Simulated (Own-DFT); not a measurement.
## Calculated data, AlN (wurtzite, atoms displaced)

All values are calculated (Own-DFT development build). A calculation, not a measurement: plane-wave PBE density functional theory by an unreviewed code, no spin, of a simulated periodic cell, stress positive in tension, free energy of the whole cell less one offset for each atom, forces on such cells passed a denser k mesh, this cell's mesh not checked; offsets are fitted by least squares, one for each functional and potential file, so energies compare only between cells with the same atoms and settings and are not formation energies; the far tail of each file's local potential was reset to the Coulomb form; each entry is a single point on an unrelaxed cell, so the pressure reflects the starting lattice, mostly measured values (interpolated for alloys), from which strain is counted, and rises with the displacements; printed positions are rounded, which can move forces by about a meV/angstrom; the program, named Own-DFT, is a retired in-house code; no spin-orbit coupling.

Common to all runs: functional PBE; potential files PseudoDojo norm-conserving, scalar-relativistic, standard set; wave cutoff 42 hartree; occupations Fermi-Dirac; smearing width 0.1 eV; k mesh 2 x 2 x 2 centred on Gamma.

```yaml
- entry: 1
  formula: AlN
  kind: "wurtzite, atoms displaced"
  structure:
    cell_angstrom: [[12.448, 0.0, 0.0], [-6.224, 10.7803, 0.0], [0.0, 0.0, 9.964]]
    atoms_fractional:
      - [Al, 0.08461, 0.16619, 0.99858]
      - [Al, 0.16958, 0.08134, 0.25418]
      - ["N", 0.08621, 0.16783, 0.19096]
      - ["N", 0.16607, 0.0826, 0.44302]
      - [Al, 0.08209, 0.16875, 0.49845]
      - [Al, 0.16489, 0.07965, 0.75127]
      - ["N", 0.08455, 0.16675, 0.693]
      - ["N", 0.17115, 0.0859, 0.94178]
      - [Al, 0.08121, 0.41537, 0.99991]
      - [Al, 0.16594, 0.32888, 0.24943]
      - ["N", 0.08436, 0.41751, 0.19273]
      - ["N", 0.16253, 0.33263, 0.44538]
      - [Al, 0.08304, 0.4141, 0.50127]
      - [Al, 0.16369, 0.33277, 0.74702]
      - ["N", 0.08637, 0.41883, 0.69083]
      - ["N", 0.16505, 0.32772, 0.94127]
      - [Al, 0.08083, 0.66263, 0.99839]
      - [Al, 0.16752, 0.58425, 0.24973]
      - ["N", 0.08128, 0.6644, 0.19112]
      - ["N", 0.16905, 0.58496, 0.43946]
      - [Al, 0.08337, 0.66549, 0.50097]
      - [Al, 0.16603, 0.58407, 0.75069]
      - ["N", 0.0849, 0.6698, 0.69086]
      - ["N", 0.17035, 0.58441, 0.94178]
      - [Al, 0.08822, 0.91656, 0.0012]
      - [Al, 0.16601, 0.83102, 0.25048]
      - ["N", 0.0808, 0.91792, 0.1912]
      - ["N", 0.16871, 0.83274, 0.43843]
      - [Al, 0.08601, 0.92112, 0.49618]
      - [Al, 0.16716, 0.83319, 0.74991]
      - ["N", 0.08228, 0.91843, 0.692]
      - ["N", 0.16493, 0.83228, 0.94185]
      - [Al, 0.33545, 0.16597, 0.0018]
      - [Al, 0.41858, 0.08352, 0.24941]
      - ["N", 0.33593, 0.16628, 0.1886]
      - ["N", 0.41705, 0.08401, 0.44198]
      - [Al, 0.33011, 0.16468, 0.49945]
      - [Al, 0.41567, 0.0846, 0.75039]
      - ["N", 0.33649, 0.16757, 0.69095]
      - ["N", 0.41678, 0.08327, 0.94326]
      - [Al, 0.33338, 0.41843, 0.99895]
      - [Al, 0.41443, 0.33328, 0.24671]
      - ["N", 0.33263, 0.41661, 0.18811]
      - ["N", 0.41571, 0.33301, 0.44225]
      - [Al, 0.33737, 0.42216, 0.50051]
      - [Al, 0.41439, 0.33326, 0.75102]
      - ["N", 0.33415, 0.41777, 0.68998]
      - ["N", 0.4177, 0.33585, 0.9399]
      - [Al, 0.33209, 0.66621, 0.99874]
      - [Al, 0.41458, 0.57952, 0.24881]
      - ["N", 0.33174, 0.66669, 0.19079]
      - ["N", 0.41926, 0.58469, 0.44206]
      - [Al, 0.33386, 0.66857, 0.502]
      - [Al, 0.41731, 0.58418, 0.75208]
      - ["N", 0.33104, 0.66826, 0.68983]
      - ["N", 0.41679, 0.5819, 0.94534]
      - [Al, 0.3337, 0.91964, 0.00223]
      - [Al, 0.41933, 0.83358, 0.25174]
      - ["N", 0.33234, 0.91641, 0.19231]
      - ["N", 0.41332, 0.83067, 0.44066]
      - [Al, 0.33425, 0.9174, 0.49825]
      - [Al, 0.41494, 0.8318, 0.74659]
      - ["N", 0.33403, 0.91911, 0.69223]
      - ["N", 0.41872, 0.8359, 0.9445]
      - [Al, 0.58766, 0.16615, 0.00496]
      - [Al, 0.66677, 0.08257, 0.25217]
      - ["N", 0.58379, 0.16566, 0.19086]
      - ["N", 0.6659, 0.08151, 0.44168]
      - [Al, 0.58104, 0.16392, 0.5022]
      - [Al, 0.66831, 0.08547, 0.75017]
      - ["N", 0.58354, 0.16725, 0.69428]
      - ["N", 0.66478, 0.08508, 0.94253]
      - [Al, 0.58385, 0.4179, 0.00105]
      - [Al, 0.66881, 0.33445, 0.25111]
      - ["N", 0.58329, 0.41777, 0.1914]
      - ["N", 0.66268, 0.3312, 0.44137]
      - [Al, 0.58576, 0.41772, 0.49929]
      - [Al, 0.66951, 0.3356, 0.75102]
      - ["N", 0.58321, 0.41734, 0.69124]
      - ["N", 0.66685, 0.33504, 0.94277]
      - [Al, 0.58338, 0.66732, 0.9985]
      - [Al, 0.67087, 0.58461, 0.24864]
      - ["N", 0.58518, 0.66404, 0.18506]
      - ["N", 0.66916, 0.58343, 0.44248]
      - [Al, 0.58357, 0.66559, 0.49815]
      - [Al, 0.66943, 0.58407, 0.74878]
      - ["N", 0.58449, 0.66544, 0.68827]
      - ["N", 0.6675, 0.58385, 0.94161]
      - [Al, 0.58249, 0.92079, 0.99938]
      - [Al, 0.66573, 0.83301, 0.25002]
      - ["N", 0.58264, 0.91668, 0.19325]
      - ["N", 0.66838, 0.83259, 0.44283]
      - [Al, 0.58526, 0.91807, 0.49703]
      - [Al, 0.66624, 0.82964, 0.74716]
      - ["N", 0.58154, 0.91424, 0.69076]
      - ["N", 0.66896, 0.83292, 0.9411]
      - [Al, 0.83238, 0.16318, 7.0e-05]
      - [Al, 0.91715, 0.08387, 0.24629]
      - ["N", 0.83162, 0.1662, 0.19119]
      - ["N", 0.9163, 0.08284, 0.44223]
      - [Al, 0.83187, 0.16554, 0.5016]
      - [Al, 0.91818, 0.08564, 0.7489]
      - ["N", 0.83395, 0.16672, 0.69122]
      - ["N", 0.91618, 0.08431, 0.93933]
      - [Al, 0.82969, 0.41726, 0.99893]
      - [Al, 0.91277, 0.32777, 0.24998]
      - ["N", 0.83358, 0.41747, 0.19288]
      - ["N", 0.91541, 0.33414, 0.43982]
      - [Al, 0.8337, 0.41895, 0.49938]
      - [Al, 0.91659, 0.33459, 0.74979]
      - ["N", 0.83324, 0.4131, 0.69143]
      - ["N", 0.91932, 0.33352, 0.93983]
      - [Al, 0.83814, 0.66863, 0.99948]
      - [Al, 0.91839, 0.58567, 0.24735]
      - ["N", 0.83426, 0.66554, 0.18947]
      - ["N", 0.91267, 0.58028, 0.43931]
      - [Al, 0.82937, 0.66558, 0.50112]
      - [Al, 0.92092, 0.58569, 0.74677]
      - ["N", 0.83303, 0.66524, 0.68897]
      - ["N", 0.91606, 0.581, 0.9398]
      - [Al, 0.83443, 0.91484, 0.00021]
      - [Al, 0.91584, 0.83388, 0.25183]
      - ["N", 0.83236, 0.91206, 0.19366]
      - ["N", 0.91471, 0.83163, 0.44084]
      - [Al, 0.83001, 0.91528, 0.50046]
      - [Al, 0.91695, 0.83363, 0.74962]
      - ["N", 0.83201, 0.91581, 0.68965]
      - ["N", 0.91798, 0.83222, 0.93829]
  results:
    "free_energy_of_cell_above_offsets [eV]": "-62.146"
    "pressure [GPa]": 3.81
    "stress_xx [GPa]": -3.79
    "stress_yy [GPa]": -4.33
    "stress_zz [GPa]": -3.3
    "stress_yz [GPa]": 0.05
    "stress_xz [GPa]": 0.02
    "stress_xy [GPa]": -0.19
    force_element: [Al, Al, "N", "N", Al, Al, "N", "N", Al, Al, "N", "N", Al, Al, "N", "N", Al, Al, "N", "N", Al, Al, "N", "N", Al, Al, "N", "N", Al, Al, "N", "N", Al, Al, "N", "N", Al, Al, "N", "N", Al, Al, "N", "N", Al, Al, "N", "N", Al, Al, "N", "N", Al, Al, "N", "N", Al, Al, "N", "N", Al, Al, "N", "N", Al, Al, "N", "N", Al, Al, "N", "N", Al, Al, "N", "N", Al, Al, "N", "N", Al, Al, "N", "N", Al, Al, "N", "N", Al, Al, "N", "N", Al, Al, "N", "N", Al, Al, "N", "N", Al, Al, "N", "N", Al, Al, "N", "N", Al, Al, "N", "N", Al, Al, "N", "N", Al, Al, "N", "N", Al, Al, "N", "N", Al, Al, "N", "N"]
    "force_x [eV/angstrom]": [0.064, -0.482, -0.07, -0.294, 0.332, 0.367, -0.15, -0.322, 0.916, -0.533, -0.147, 1.404, -0.864, 1.044, -0.894, -0.405, 0.349, -0.103, 0.344, -0.28, -0.255, 0.25, 0.271, -0.944, -1.233, -0.24, 0.872, -0.687, -0.223, -0.27, 0.606, 0.766, -0.214, -0.171, -0.421, -0.172, 0.741, 0.596, -1.051, 0.494, 0.02, 0.682, -0.17, -0.143, -0.243, 0.578, -0.504, 0.044, 0.669, 0.163, 0.661, -0.548, 0.106, -0.007, 0.634, -0.459, 0.256, -0.935, 0.275, 0.771, -0.134, 0.056, -0.039, -0.539, -1.574, -0.237, 0.303, -0.109, 0.054, -0.303, 0.15, 1.201, -0.219, -0.61, 0.209, 0.897, -0.738, -0.799, 0.262, -0.003, 0.505, -0.573, -0.709, -0.835, 0.277, -0.419, -0.368, 0.372, 0.941, 0.268, 0.418, -0.867, -0.353, -0.328, 0.266, -0.786, -0.269, 0.284, 0.318, -0.265, 0.198, 0.067, -0.117, 0.499, 1.088, 0.31, 0.182, 0.203, -0.201, 0.673, -0.175, -1.069, -0.876, -0.143, 0.151, 0.417, 1.175, -0.83, 0.427, 0.13, -0.071, 0.419, -0.587, 0.255, 1.012, -0.194, 0.233, 0.277]
    "force_y [eV/angstrom]": [-0.378, 0.465, -1.013, 0.7, -0.598, 1.173, -0.188, -0.796, 0.004, 1.247, -0.644, 0.245, 0.967, 0.057, -0.104, 1.406, 0.543, -0.379, 0.471, -0.496, 0.053, -0.018, -0.496, -0.536, 0.425, 0.21, -0.389, 0.113, -1.679, 0.75, -0.689, -0.36, 0.737, -0.072, -0.045, -0.272, 0.846, 0.01, -0.255, 0.305, -0.924, 0.102, -0.418, 0.107, -1.204, 0.147, 0.144, -0.44, 0.667, 0.953, 0.056, 0.253, -0.576, -0.103, -0.511, 0.673, -0.681, -0.446, 0.016, 0.856, -0.058, 0.809, -0.444, -0.483, 0.654, 0.04, 0.221, 0.457, 0.627, -0.701, 0.009, -0.184, 0.104, -0.122, -0.306, -0.022, -0.471, -0.362, -0.093, -0.613, -0.087, -0.337, 0.415, -0.119, 0.07, -0.457, -0.15, 0.257, -0.944, -0.637, 0.234, -0.157, -0.902, 0.633, 0.491, 0.443, 0.845, -0.419, -0.68, 0.008, 0.42, -0.692, 0.205, -0.598, -0.356, 1.628, -0.233, -0.487, -0.952, -0.324, 1.184, -0.318, -0.449, -0.748, 0.654, 1.054, 0.384, -0.702, 0.376, 0.368, 0.063, -0.596, 1.125, 0.406, 0.344, -0.135, 0.296, 0.522]
    "force_z [eV/angstrom]": [0.18, -0.856, 0.056, -0.439, 0.662, 0.069, -0.565, -0.011, 0.369, 0.307, -0.234, -0.897, -0.457, 0.663, 0.051, -0.389, 0.388, 0.131, -0.431, 0.551, -0.678, -0.002, -0.059, -0.433, -0.134, -0.352, 0.231, 0.582, 0.749, 0.115, -0.638, -0.161, -0.59, 0.238, 0.819, -0.353, 0.462, 0.433, -0.107, -0.175, -0.136, 0.604, 0.475, -0.523, 0.085, -0.246, 0.296, 0.461, 0.603, -0.123, -0.013, -0.53, -0.494, -0.181, 0.464, -0.968, -0.189, -0.379, 0.069, 0.137, 0.341, 0.868, -0.397, -0.755, -0.749, -0.105, 0.593, -0.035, 0.169, 0.018, -0.344, -0.409, -0.151, -0.04, 0.132, 0.05, 0.298, 0.022, -0.051, -0.169, -0.045, 0.064, 1.379, -0.713, 0.205, 0.5, 0.302, -0.325, 0.087, -0.17, -0.263, -0.66, 0.699, 0.503, -0.158, -0.187, -0.188, 0.632, -0.284, -0.512, -0.245, -0.004, 0.033, 0.458, 0.479, 0.037, -0.532, 0.415, -0.078, 0.128, -0.274, 0.201, -0.124, 0.614, -0.02, 0.315, -0.244, 0.302, 0.371, -0.391, -0.098, 0.0, -0.619, 0.238, -0.005, -0.287, 0.244, 0.427]
- entry: 2
  formula: AlN
  kind: "wurtzite, atoms displaced"
  structure:
    cell_angstrom: [[12.448, 0.0, 0.0], [-6.224, 10.7803, 0.0], [0.0, 0.0, 9.964]]
    atoms_fractional:
      - [Al, 0.08475, 0.17041, 0.99855]
      - [Al, 0.16705, 0.08457, 0.2499]
      - ["N", 0.08158, 0.16468, 0.18901]
      - ["N", 0.16598, 0.08411, 0.43975]
      - [Al, 0.08497, 0.16591, 0.50052]
      - [Al, 0.16773, 0.08416, 0.74952]
      - ["N", 0.08392, 0.16244, 0.68989]
      - ["N", 0.16878, 0.08439, 0.94063]
      - [Al, 0.08326, 0.41928, 0.99819]
      - [Al, 0.16741, 0.33243, 0.24766]
      - ["N", 0.08256, 0.41563, 0.19431]
      - ["N", 0.16788, 0.33537, 0.44197]
      - [Al, 0.08183, 0.41873, 0.50161]
      - [Al, 0.16746, 0.33311, 0.74856]
      - ["N", 0.08247, 0.41459, 0.69224]
      - ["N", 0.16681, 0.33212, 0.94094]
      - [Al, 0.08051, 0.66442, 0.00203]
      - [Al, 0.17168, 0.58813, 0.24634]
      - ["N", 0.08171, 0.66606, 0.19128]
      - ["N", 0.16824, 0.58559, 0.43955]
      - [Al, 0.08457, 0.66649, 0.50243]
      - [Al, 0.16777, 0.58608, 0.75078]
      - ["N", 0.08321, 0.66617, 0.69181]
      - ["N", 0.16578, 0.5821, 0.94129]
      - [Al, 0.0883, 0.91922, 0.99958]
      - [Al, 0.16682, 0.83185, 0.24916]
      - ["N", 0.08365, 0.91462, 0.18931]
      - ["N", 0.16337, 0.82957, 0.44083]
      - [Al, 0.08425, 0.91869, 0.49968]
      - [Al, 0.1659, 0.83513, 0.74917]
      - ["N", 0.08198, 0.91625, 0.69214]
      - ["N", 0.16787, 0.83344, 0.9436]
      - [Al, 0.33368, 0.16618, 0.99821]
      - [Al, 0.41587, 0.08567, 0.25129]
      - ["N", 0.33577, 0.1661, 0.1927]
      - ["N", 0.41304, 0.08139, 0.44154]
      - [Al, 0.33485, 0.16621, 0.50285]
      - [Al, 0.41752, 0.08559, 0.75245]
      - ["N", 0.33493, 0.16314, 0.68911]
      - ["N", 0.41825, 0.08493, 0.94001]
      - [Al, 0.33168, 0.4165, 0.99911]
      - [Al, 0.41644, 0.33437, 0.25003]
      - ["N", 0.33029, 0.41149, 0.18969]
      - ["N", 0.4157, 0.33271, 0.44074]
      - [Al, 0.33528, 0.41598, 0.49862]
      - [Al, 0.4183, 0.33355, 0.75109]
      - ["N", 0.33443, 0.41845, 0.69069]
      - ["N", 0.42036, 0.33506, 0.94251]
      - [Al, 0.33536, 0.66783, 0.00237]
      - [Al, 0.41876, 0.58329, 0.25166]
      - ["N", 0.33254, 0.66877, 0.19186]
      - ["N", 0.41517, 0.58486, 0.44281]
      - [Al, 0.33554, 0.66803, 0.5006]
      - [Al, 0.4141, 0.58219, 0.74588]
      - ["N", 0.33469, 0.66738, 0.69154]
      - ["N", 0.41765, 0.58594, 0.9392]
      - [Al, 0.32977, 0.9153, 0.00089]
      - [Al, 0.41876, 0.83724, 0.24784]
      - ["N", 0.3285, 0.91536, 0.18866]
      - ["N", 0.41448, 0.83305, 0.43777]
      - [Al, 0.3331, 0.91766, 0.49908]
      - [Al, 0.41754, 0.83436, 0.75472]
      - ["N", 0.33237, 0.91674, 0.69479]
      - ["N", 0.41793, 0.83439, 0.93982]
      - [Al, 0.58513, 0.16652, 0.99752]
      - [Al, 0.66801, 0.08127, 0.25166]
      - ["N", 0.58438, 0.16478, 0.186]
      - ["N", 0.6681, 0.08418, 0.43949]
      - [Al, 0.58607, 0.16822, 0.50129]
      - [Al, 0.66677, 0.08183, 0.75175]
      - ["N", 0.58595, 0.16861, 0.69311]
      - ["N", 0.66711, 0.0818, 0.94126]
      - [Al, 0.58369, 0.41594, 0.0013]
      - [Al, 0.6654, 0.33083, 0.25172]
      - ["N", 0.58467, 0.418, 0.19087]
      - ["N", 0.66971, 0.33443, 0.44077]
      - [Al, 0.5863, 0.41652, 0.50187]
      - [Al, 0.66468, 0.33367, 0.75286]
      - ["N", 0.58278, 0.4162, 0.6896]
      - ["N", 0.66847, 0.33506, 0.9421]
      - [Al, 0.58431, 0.67084, 0.00129]
      - [Al, 0.66837, 0.58683, 0.25116]
      - ["N", 0.58123, 0.66697, 0.1904]
      - ["N", 0.66662, 0.58245, 0.44312]
      - [Al, 0.58573, 0.6679, 0.50057]
      - [Al, 0.668, 0.58337, 0.74625]
      - ["N", 0.58331, 0.66801, 0.68967]
      - ["N", 0.66602, 0.58148, 0.93912]
      - [Al, 0.58469, 0.91761, 0.99724]
      - [Al, 0.66633, 0.83482, 0.25055]
      - ["N", 0.58274, 0.91839, 0.19171]
      - ["N", 0.66533, 0.83216, 0.43933]
      - [Al, 0.58318, 0.91489, 0.50006]
      - [Al, 0.66371, 0.82939, 0.74943]
      - ["N", 0.58113, 0.91869, 0.69037]
      - ["N", 0.66609, 0.83306, 0.94044]
      - [Al, 0.83238, 0.1655, 0.99974]
      - [Al, 0.91465, 0.08206, 0.25053]
      - ["N", 0.83679, 0.17127, 0.19047]
      - ["N", 0.92091, 0.08563, 0.43956]
      - [Al, 0.83021, 0.16593, 0.50084]
      - [Al, 0.91567, 0.08371, 0.74986]
      - ["N", 0.83362, 0.16736, 0.68761]
      - ["N", 0.91811, 0.08629, 0.94195]
      - [Al, 0.83705, 0.41861, 0.99736]
      - [Al, 0.91296, 0.33379, 0.24961]
      - ["N", 0.83113, 0.41327, 0.19308]
      - ["N", 0.91684, 0.33302, 0.44044]
      - [Al, 0.83357, 0.41731, 0.50104]
      - [Al, 0.91709, 0.33352, 0.75014]
      - ["N", 0.83303, 0.41468, 0.68849]
      - ["N", 0.91465, 0.33304, 0.9396]
      - [Al, 0.83419, 0.66983, 0.0002]
      - [Al, 0.91641, 0.58688, 0.2482]
      - ["N", 0.83697, 0.66946, 0.19603]
      - ["N", 0.91431, 0.58074, 0.44091]
      - [Al, 0.83297, 0.66826, 0.49908]
      - [Al, 0.91939, 0.58586, 0.74848]
      - ["N", 0.8343, 0.66573, 0.69312]
      - ["N", 0.91557, 0.58338, 0.94278]
      - [Al, 0.83549, 0.91738, 0.99632]
      - [Al, 0.91552, 0.83478, 0.24978]
      - ["N", 0.83193, 0.9171, 0.1921]
      - ["N", 0.9192, 0.83505, 0.43817]
      - [Al, 0.83283, 0.91901, 0.50315]
      - [Al, 0.91594, 0.83235, 0.75063]
      - ["N", 0.83397, 0.91548, 0.68977]
      - ["N", 0.91532, 0.83059, 0.93802]
  results:
    "free_energy_of_cell_above_offsets [eV]": "-62.298"
    "pressure [GPa]": 3.78
    "stress_xx [GPa]": -3.9
    "stress_yy [GPa]": -3.52
    "stress_zz [GPa]": -3.91
    "stress_yz [GPa]": 0.33
    "stress_xz [GPa]": -0.04
    "stress_xy [GPa]": 0.2
    force_element: [Al, Al, "N", "N", Al, Al, "N", "N", Al, Al, "N", "N", Al, Al, "N", "N", Al, Al, "N", "N", Al, Al, "N", "N", Al, Al, "N", "N", Al, Al, "N", "N", Al, Al, "N", "N", Al, Al, "N", "N", Al, Al, "N", "N", Al, Al, "N", "N", Al, Al, "N", "N", Al, Al, "N", "N", Al, Al, "N", "N", Al, Al, "N", "N", Al, Al, "N", "N", Al, Al, "N", "N", Al, Al, "N", "N", Al, Al, "N", "N", Al, Al, "N", "N", Al, Al, "N", "N", Al, Al, "N", "N", Al, Al, "N", "N", Al, Al, "N", "N", Al, Al, "N", "N", Al, Al, "N", "N", Al, Al, "N", "N", Al, Al, "N", "N", Al, Al, "N", "N", Al, Al, "N", "N", Al, Al, "N", "N"]
    "force_x [eV/angstrom]": [0.265, 0.143, 0.156, 0.732, -0.362, 0.315, -0.608, -0.351, 0.17, -0.901, 0.014, 0.089, 0.586, -0.051, 0.062, -0.341, 0.287, -1.069, 0.296, 0.093, -0.436, 0.283, 0.13, 0.087, -0.733, -0.621, -0.433, 0.204, 0.104, 0.36, 0.049, -0.487, 0.278, 0.895, -0.933, 0.992, -0.615, 0.717, -0.838, -0.04, 0.639, 0.556, 0.241, 0.755, -0.767, -0.354, 0.31, -0.788, -0.341, -1.008, 1.304, 1.134, -0.856, 0.489, -0.408, 0.048, 0.856, -0.659, 0.978, 0.53, -0.142, -0.492, 0.23, -0.18, -0.243, -0.294, -0.329, -0.38, -0.45, -0.064, -0.243, 0.047, 0.28, 0.041, -0.148, -0.632, -0.528, 0.808, 0.084, 0.046, 0.355, 0.165, 0.573, -0.215, -0.545, -0.332, 0.171, -0.212, -0.275, -0.096, 0.586, 0.295, -0.729, -0.028, 0.862, 0.301, 0.03, 0.299, -0.297, -0.982, 1.123, 0.342, -0.014, 0.072, -0.852, 1.147, -0.474, -0.371, 0.507, -0.248, -0.335, 0.639, -0.093, 0.788, -1.213, 0.108, 0.777, -0.258, -0.262, 0.118, -0.223, 0.659, -0.035, -0.799, 0.668, 0.156, -0.682, 0.264]
    "force_y [eV/angstrom]": [-0.869, -0.408, 0.149, -0.037, 0.714, -0.433, 0.777, 0.135, -0.919, -0.213, 0.542, -0.313, -0.231, -0.264, 0.66, 0.705, 0.456, -1.306, -0.004, -0.102, -0.382, -0.606, 0.438, 0.757, -0.47, -0.082, 0.537, 0.888, -0.41, -0.29, 0.18, -0.537, 0.401, -0.705, 0.468, 0.624, 0.091, -0.715, 0.983, -0.369, 0.332, -0.348, 1.27, 0.089, 0.185, -0.099, -0.739, -0.441, -0.074, -0.377, 0.206, -0.244, 0.02, 0.394, 0.278, -0.405, 0.579, -0.379, 0.575, 0.417, -0.683, -0.132, 0.136, -0.048, 0.216, 0.974, -0.08, -0.593, -0.305, 0.601, -0.369, 0.208, 0.434, 0.211, 0.089, -0.522, -0.284, 0.237, 0.092, -0.267, -1.243, -0.641, 0.321, 0.279, -0.415, -0.038, -0.603, 0.717, -0.186, -0.162, -0.331, 0.375, 0.282, 0.991, -0.596, 0.501, 0.578, 0.723, -1.283, -0.48, 0.589, 0.002, -0.399, -0.558, -0.424, 0.328, 1.164, -0.067, -0.14, -0.09, 0.557, -0.13, -1.022, -1.328, 0.007, 0.808, -0.04, -0.99, 0.323, 0.352, 0.086, 0.388, -0.214, -0.034, -0.117, 0.004, 0.069, 1.091]
    "force_z [eV/angstrom]": [0.395, -0.249, 0.049, 0.221, -0.274, 0.128, 0.334, -0.154, 0.733, 0.738, -0.869, -0.026, -0.632, -0.091, 0.088, -0.434, -0.165, 0.851, -0.207, 0.293, -0.64, -0.086, 0.094, 0.019, 0.133, 0.33, 0.173, 0.143, -0.086, 0.372, -0.208, -0.753, 0.598, -0.354, -0.552, -0.05, -0.758, -0.293, 0.575, 0.291, -0.094, -0.066, -0.013, 0.161, 0.162, -0.079, -0.011, -0.376, -0.413, -0.098, -0.339, -0.299, -0.112, 0.688, -0.077, 0.17, -0.291, 0.177, 0.425, 0.381, 0.482, -0.888, -0.553, 0.866, 0.201, -0.62, 1.019, 0.338, 0.004, -0.31, -0.167, -0.277, 0.1, -0.604, 0.464, 0.135, -0.579, -0.215, 0.183, -0.168, -0.51, -0.166, 0.257, -0.219, -0.155, 0.715, -0.04, 0.268, 0.598, -0.258, -0.524, 0.367, -0.163, -0.012, 0.054, -0.15, 0.352, -0.138, -0.058, 0.447, -0.561, -0.144, 0.805, -0.501, 0.844, 0.469, -0.755, 0.272, -0.347, -0.244, 0.803, -0.012, 0.219, 0.729, -1.067, 0.116, 0.073, 0.32, -0.677, -0.41, 0.509, 0.043, -0.705, 0.708, -0.956, -0.343, 0.621, 0.54]
```
